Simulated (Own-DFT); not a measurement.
# Slab less bulk: wurtzite AlN, m plane (10-10)

Everything here is calculated. The program is Own-DFT (plane waves, in-house, since retired, never reviewed by a person); positions were held fixed, and spin and spin-orbit coupling were off.

Caveats (not all hold for every row): some atoms lie very close together; forces not confirmed at this smearing and k mesh; k mesh not checked against a denser one.

Both sets of runs: PBE; PseudoDojo norm-conserving scalar-relativistic files; cutoff 42 hartree; Gaussian smearing of 0.01 eV. The slab has 128 atoms in 16 layers, two equal faces of 62.02 Å² as cut, 15 Å of vacuum, a dipole correction along the normal and a 6 x 3 x 1 mesh. The bulk cell has 128 atoms, the same measured lattice constants and a 3 x 3 x 3 mesh. All atoms were moved at random; u is the rms move along one axis. Energies are counted from -174.06 eV for each atom.

| slab run | u (Å) | E (eV, cell) |
|---|---|---|
| 1 | 0.0189 | 19.794 |
| 2 | 0.0195 | 20.156 |
| 3 | 0.0196 | 20.436 |
| 4 | 0.0207 | 20.669 |
| 5 | 0.0208 | 21.013 |
| 6 | 0.0483 | 27.363 |
| 7 | 0.0488 | 28.571 |
| 8 | 0.0501 | 29.065 |
| 9 | 0.0519 | 29.582 |
| 10 | 0.0927 | 49.960 |
| 11 | 0.0981 | 60.669 |
| 12 | 0.1051 | 63.205 |

| bulk run | u (Å) | E (meV/atom) |
|---|---|---|
| 1 | 0.0196 | -2.63 |
| 2 | 0.0197 | -2.02 |
| 3 | 0.0198 | -3.23 |
| 4 | 0.0199 | -1.58 |
| 5 | 0.0202 | -1.77 |
| 6 | 0.0202 | -1.30 |
| 7 | 0.0204 | -1.77 |
| 8 | 0.0989 | 301.13 |
| 9 | 0.1034 | 349.66 |
| 10 | 0.1065 | 358.89 |

The question: what is the energy of the unrelaxed surface?

## Working it out

Take each set to u = 0 with E = a + b u². Residuals are scaled by 1/(u² + 0.0006 Å²) to tame the large moves. Slab: a = 18.81 ± 0.15 eV. Bulk: a = -15.3 ± 0.3 meV/atom. The excess is 18.81 - 128 x (-0.0153) = 20.77 ± 0.15 eV. Over two faces that is 167 meV/Å², or 2.68 ± 0.02 J/m². Relaxing the faces would lower the energy, and the unlike meshes and the reach from the smallest u down to zero add errors that aren't counted here.
